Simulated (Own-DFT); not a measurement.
# Which defects push the lattice out? rock-salt HfC

Calculated, not measured: single-point runs of Own-DFT, a retired in-house plane-wave DFT program that no person has reviewed, on unrelaxed cells, without spin or spin-orbit coupling.

Common settings: PBE; PseudoDojo norm-conserving scalar-relativistic files; cutoff 42 hartree; 4 x 4 x 4 k mesh centred on Gamma; cold (Marzari-Vanderbilt) smearing of 0.2 eV.

Keep in mind: hafnium file: forces about 75 meV/angstrom off all-electron values; forces on such cells failed a check on a denser k mesh; stress not checked against mesh or cutoff.

All runs share one cell, with vectors in Å (3.784, -5.351, 6.554); (-3.784, 5.351, 6.554); (-7.568, -5.351, 0.000) and a volume of 796.2 Å³. u is the rms random offset of the atoms per axis. The defect's site can differ from row to row.

```
          cell  formula   u (Å)  P (GPa)
     no defect  C32Hf32  0.0202     3.16
     no defect  C32Hf32  0.0217     3.19
     no defect  C32Hf32  0.0471     4.75
 one C vacancy  C31Hf32  0.0297     3.09
 one C vacancy  C31Hf32  0.0305     2.92
 one C vacancy  C31Hf32  0.0485        ?
 one C vacancy  C31Hf32  0.0530     4.44
one Hf vacancy  C32Hf31  0.0500     3.65
one Hf vacancy  C32Hf31  0.0508     3.75
one Hf vacancy  C32Hf31  0.0511     4.00
```

## Analysis

P = P0 + c u² + a shift for each defect gives P0 = 2.86 GPa, c = 816 ± 59 GPa/Å² and a scatter of 0.13 GPa. The shifts, and each times the cell's volume:

- one C vacancy: -0.64 ± 0.11 GPa, -3.2 eV
- one Hf vacancy: -1.15 ± 0.14 GPa, -5.7 eV

A positive shift means that the defect pushes the cell outwards. Shift times volume (160.2 GPa Å³ is 1 eV) depends little on the cell's size, so, taken for each site, it can be compared between cells at like pressure. The atoms around the defects weren't relaxed, which would change these numbers.

## Withheld run

Q: what pressure belongs in the blank (one C vacancy, u = 0.0485 Å)?

From the fit: 4.15 ± 0.15 GPa. DFT gave 4.22 GPa.
